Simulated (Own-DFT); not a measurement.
Simulation results for GaN (wurtzite, atoms displaced)

All values are calculated (Own-DFT development build). A calculation, not a measurement: plane-wave PBE density functional theory by an unreviewed code, no spin, of a simulated periodic cell, stress positive in tension, free energy of the whole cell less one offset for each atom, forces on such cells passed a denser k mesh, this cell's mesh not checked; offsets are fitted by least squares, one for each functional and potential file, so energies compare only between cells with the same atoms and settings and are not formation energies; the far tail of each file's local potential was reset to the Coulomb form; each entry is a single point on an unrelaxed cell, so the pressure reflects the starting lattice, mostly measured values (interpolated for alloys), from which strain is counted, and rises with the displacements; printed positions are rounded, which can move forces by about a meV/angstrom; the program, named Own-DFT, is a retired in-house code; no spin-orbit coupling.

```cif
# cell vector a (Å): 12.7560 0.0000 0.0000
# cell vector b (Å): -4.7835 8.2853 0.0000
# cell vector c (Å): 0.0000 0.0000 10.3700
data_GaN
_symmetry_space_group_name_H-M 'P 1'
_symmetry_Int_Tables_number 1
_cell_length_a 12.7560
_cell_length_b 9.5670
_cell_length_c 10.3700
_cell_angle_alpha 90.000
_cell_angle_beta 90.000
_cell_angle_gamma 120.000
_cell_volume 1095.98
loop_
_atom_site_label
_atom_site_type_symbol
_atom_site_fract_x
_atom_site_fract_y
_atom_site_fract_z
_atom_site_occupancy
Ga1 Ga 0.08162 0.23260 0.99716 1
Ga2 Ga 0.15650 0.08632 0.25924 1
N1 N 0.07685 0.21562 0.18016 1
N2 N 0.17873 0.13167 0.42673 1
Ga3 Ga 0.09318 0.19488 0.50440 1
Ga4 Ga 0.16236 0.11945 0.73696 1
N3 N 0.08729 0.22568 0.68088 1
N4 N 0.17393 0.10396 0.93451 1
Ga5 Ga 0.06934 0.55195 0.02041 1
Ga6 Ga 0.15955 0.46194 0.26839 1
N5 N 0.09196 0.56262 0.17834 1
N6 N 0.17664 0.44692 0.42988 1
Ga7 Ga 0.08236 0.54431 0.51680 1
Ga8 Ga 0.18800 0.43143 0.76026 1
N7 N 0.07882 0.54821 0.67368 1
N8 N 0.15207 0.44450 0.95549 1
Ga9 Ga 0.09003 0.90368 0.01720 1
Ga10 Ga 0.19267 0.80555 0.25707 1
N9 N 0.08107 0.91845 0.19615 1
N10 N 0.15530 0.75615 0.42378 1
Ga11 Ga 0.09413 0.87576 0.51907 1
Ga12 Ga 0.16200 0.76046 0.75638 1
N11 N 0.08621 0.91851 0.69100 1
N12 N 0.15976 0.76980 0.96580 1
Ga13 Ga 0.34196 0.24014 0.00670 1
Ga14 Ga 0.42938 0.13610 0.22464 1
N13 N 0.34249 0.21005 0.17179 1
N14 N 0.43001 0.10229 0.44697 1
Ga15 Ga 0.34279 0.19845 0.49930 1
Ga16 Ga 0.42726 0.13199 0.74878 1
N15 N 0.33312 0.21210 0.69888 1
N16 N 0.40233 0.07414 0.93294 1
Ga17 Ga 0.32163 0.54664 0.99987 1
Ga18 Ga 0.44000 0.45437 0.24415 1
N17 N 0.33303 0.54274 0.18547 1
N18 N 0.41763 0.42643 0.43824 1
Ga19 Ga 0.33091 0.52392 0.47981 1
Ga20 Ga 0.41779 0.43895 0.74790 1
N19 N 0.33221 0.54643 0.67140 1
N20 N 0.42055 0.47104 0.93820 1
Ga21 Ga 0.32433 0.90815 0.01396 1
Ga22 Ga 0.42146 0.78545 0.22749 1
N21 N 0.32588 0.87704 0.19803 1
N22 N 0.41231 0.76403 0.44101 1
Ga23 Ga 0.32841 0.88649 0.48904 1
Ga24 Ga 0.41227 0.75208 0.77051 1
N23 N 0.32425 0.88081 0.67453 1
N24 N 0.42517 0.78453 0.92532 1
Ga25 Ga 0.55992 0.20166 0.00717 1
Ga26 Ga 0.64659 0.10619 0.26126 1
N25 N 0.58880 0.22897 0.19453 1
N26 N 0.67821 0.11936 0.46650 1
Ga27 Ga 0.57914 0.22458 0.48480 1
Ga28 Ga 0.64771 0.09904 0.75123 1
N27 N 0.58563 0.23682 0.72170 1
N28 N 0.68080 0.12509 0.94352 1
Ga29 Ga 0.55919 0.51380 0.98972 1
Ga30 Ga 0.67439 0.46793 0.24688 1
N29 N 0.59249 0.55901 0.17465 1
N30 N 0.65190 0.41523 0.45251 1
Ga31 Ga 0.59060 0.54702 0.49857 1
Ga32 Ga 0.65533 0.44972 0.74543 1
N31 N 0.60104 0.55422 0.66464 1
N32 N 0.66825 0.44919 0.93510 1
Ga33 Ga 0.60968 0.91672 0.99911 1
Ga34 Ga 0.66731 0.78251 0.25481 1
N33 N 0.59113 0.90168 0.17697 1
N34 N 0.65766 0.78869 0.41515 1
Ga35 Ga 0.59341 0.91807 0.49381 1
Ga36 Ga 0.68538 0.77631 0.72843 1
N35 N 0.58136 0.90855 0.67551 1
N36 N 0.69373 0.81034 0.94849 1
Ga37 Ga 0.82381 0.20828 0.02444 1
Ga38 Ga 0.91085 0.10521 0.24291 1
N37 N 0.84196 0.21993 0.20061 1
N38 N 0.89473 0.09450 0.42634 1
Ga39 Ga 0.83647 0.20898 0.49398 1
Ga40 Ga 0.91659 0.12653 0.74735 1
N39 N 0.83094 0.21061 0.68349 1
N40 N 0.93102 0.13186 0.94710 1
Ga41 Ga 0.82075 0.58180 0.99878 1
Ga42 Ga 0.90290 0.42403 0.24176 1
N41 N 0.83017 0.55317 0.17783 1
N42 N 0.91379 0.43336 0.40438 1
Ga43 Ga 0.83266 0.56535 0.52343 1
Ga44 Ga 0.92017 0.42925 0.74455 1
N43 N 0.84019 0.53698 0.68609 1
N44 N 0.92297 0.43932 0.94708 1
Ga45 Ga 0.83856 0.87897 0.98558 1
Ga46 Ga 0.90222 0.77407 0.27535 1
N45 N 0.82678 0.87863 0.19469 1
N46 N 0.94363 0.78752 0.45518 1
Ga47 Ga 0.84186 0.91043 0.49641 1
Ga48 Ga 0.94625 0.79838 0.72271 1
N47 N 0.86290 0.91159 0.69920 1
N48 N 0.93772 0.78637 0.93549 1
_calc_functional 'PBE'
_calc_potential_files 'PseudoDojo norm-conserving, scalar-relativistic, standard set with the stringent files for Ga'
_calc_wave_cutoff 96  # hartree
_calc_occupations 'Gaussian'
_calc_smearing_width 0.01  # eV
_calc_k_mesh '3 x 4 x 3 centred on Gamma'
_calc_free_energy_of_cell_above_offsets '35.995'  # eV
_calc_pressure 19.04  # GPa
_calc_stress_xx -18.41  # GPa
_calc_stress_yy -18.27  # GPa
_calc_stress_zz -20.43  # GPa
_calc_stress_yz 0.27  # GPa
_calc_stress_xz -1.51  # GPa
_calc_stress_xy -1.68  # GPa
```

Force:
| element | x (eV/Å) | y (eV/Å) | z (eV/Å) |
| --- | --- | --- | --- |
| Ga | 3.112 | -1.388 | 2.138 |
| Ga | -0.488 | 12.5 | 1.574 |
| N | 0.782 | 0.704 | 2.291 |
| N | 4.867 | -2.655 | 1.692 |
| Ga | -5.317 | 3.653 | -0.35 |
| Ga | 2.679 | 1.478 | 4.506 |
| N | -1.478 | 0.763 | 0.248 |
| N | -0.509 | 3.039 | -0.587 |
| Ga | 0.018 | 0.516 | -5.399 |
| Ga | 0.997 | -1.937 | -5.578 |
| N | -0.667 | 1.087 | 7.397 |
| N | -2.025 | -2.115 | 4.868 |
| Ga | 0.323 | -0.753 | -9.816 |
| Ga | -3.386 | 0.68 | 0.42 |
| N | 0.523 | 0.566 | 8.238 |
| N | 3.096 | 1.661 | -3.663 |
| Ga | -0.032 | -0.98 | -1.003 |
| Ga | -9.481 | -5.499 | 0.644 |
| N | 0.205 | -12.94 | -3.863 |
| N | 0.318 | 1.436 | 3.377 |
| Ga | 2.134 | 1.265 | -2.351 |
| Ga | 1.135 | 1.389 | 1.098 |
| N | 8.133 | 0.403 | -2.672 |
| N | 0.247 | 1.198 | -2.67 |
| Ga | -2.387 | -2.026 | -4.528 |
| Ga | 2.106 | -4.139 | 4.245 |
| N | -4.145 | 2.551 | 2.735 |
| N | -3.417 | -1.659 | -2.888 |
| Ga | -2.131 | 2.012 | 0.341 |
| Ga | -0.412 | -5.064 | 0.616 |
| N | -1.423 | 2.014 | -2.01 |
| N | 0.873 | 8.988 | -2.545 |
| Ga | -1.388 | 2.263 | 1.444 |
| Ga | -3.695 | -1.173 | 1.138 |
| N | 0.538 | 0.958 | 0.442 |
| N | 2.421 | -0.458 | -0.927 |
| Ga | -0.187 | 3.596 | 1.011 |
| Ga | -0.584 | 0.643 | -1.183 |
| N | 1.845 | 0.097 | 1.462 |
| N | -2.074 | -3.296 | -2.83 |
| Ga | -0.108 | -8.562 | 1.715 |
| Ga | 1.365 | -2.564 | 2.368 |
| N | 7.099 | 5.996 | -4.123 |
| N | 0.49 | 1.225 | -1.737 |
| Ga | 1.84 | -3.07 | 1.225 |
| Ga | -0.484 | 1.276 | -9.387 |
| N | -0.101 | 0.375 | 1.872 |
| N | -0.087 | 0.487 | 8.762 |
| Ga | 3.623 | 1.232 | -2.038 |
| Ga | 4.102 | -0.237 | 0.737 |
| N | -0.095 | 1.624 | -1.122 |
| N | -3.948 | 3.415 | -4.155 |
| Ga | 4.282 | -5.409 | 4.104 |
| Ga | 2.16 | 2.94 | 1.486 |
| N | 1.034 | -1.165 | -2.557 |
| N | -3.699 | 0.083 | -1.368 |
| Ga | 4.963 | 4.786 | 2.122 |
| Ga | 1.611 | -1.965 | 1.078 |
| N | -0.856 | 0.669 | 0.022 |
| N | 1.725 | 9.766 | -3.636 |
| Ga | -2.943 | 1.205 | -4.564 |
| Ga | 6.143 | -1.089 | 3.065 |
| N | -4.59 | 3.235 | 3.327 |
| N | -1.954 | -1.607 | -0.431 |
| Ga | -0.96 | -2.93 | -1.385 |
| Ga | -0.141 | 0.121 | -6.425 |
| N | -0.787 | -0.35 | 1.861 |
| N | 1.498 | -1.442 | 7.947 |
| Ga | -1.843 | -7.293 | 0.84 |
| Ga | -1.492 | 2.167 | 2.049 |
| N | 1.291 | -4.526 | 0.986 |
| N | -5.306 | -4.272 | -3.597 |
| Ga | 2.72 | 2.897 | -2.566 |
| Ga | 3.162 | -0.846 | -0.114 |
| N | -3.959 | -2.265 | -1.061 |
| N | 4.205 | 2.432 | -1.11 |
| Ga | -0.677 | 4.876 | 1.181 |
| Ga | 1.876 | -0.455 | 2.954 |
| N | -1.878 | 0.978 | -0.726 |
| N | -3.303 | -3.438 | -2.321 |
| Ga | 3.798 | -0.916 | -0.543 |
| Ga | 0.541 | 4.251 | -3.39 |
| N | 0.232 | 0.868 | 1.965 |
| N | 0.299 | 0.659 | 8.796 |
| Ga | 1.305 | -1.559 | -5.678 |
| Ga | -0.361 | -0.385 | 2.843 |
| N | -1.7 | 1.914 | 3.547 |
| N | -3.226 | -1.13 | -1.635 |
| Ga | 4.844 | 3.833 | 1.922 |
| Ga | 2.326 | 0.118 | -2.136 |
| N | 0.726 | 0.23 | -0.835 |
| N | -4.884 | -1.49 | -0.768 |
| Ga | 0.667 | -4.719 | 2.002 |
| Ga | -7.377 | -7.158 | 5.109 |
| N | -2.409 | -1.972 | -2.395 |
| N | -1.882 | -0.221 | -1.14 |
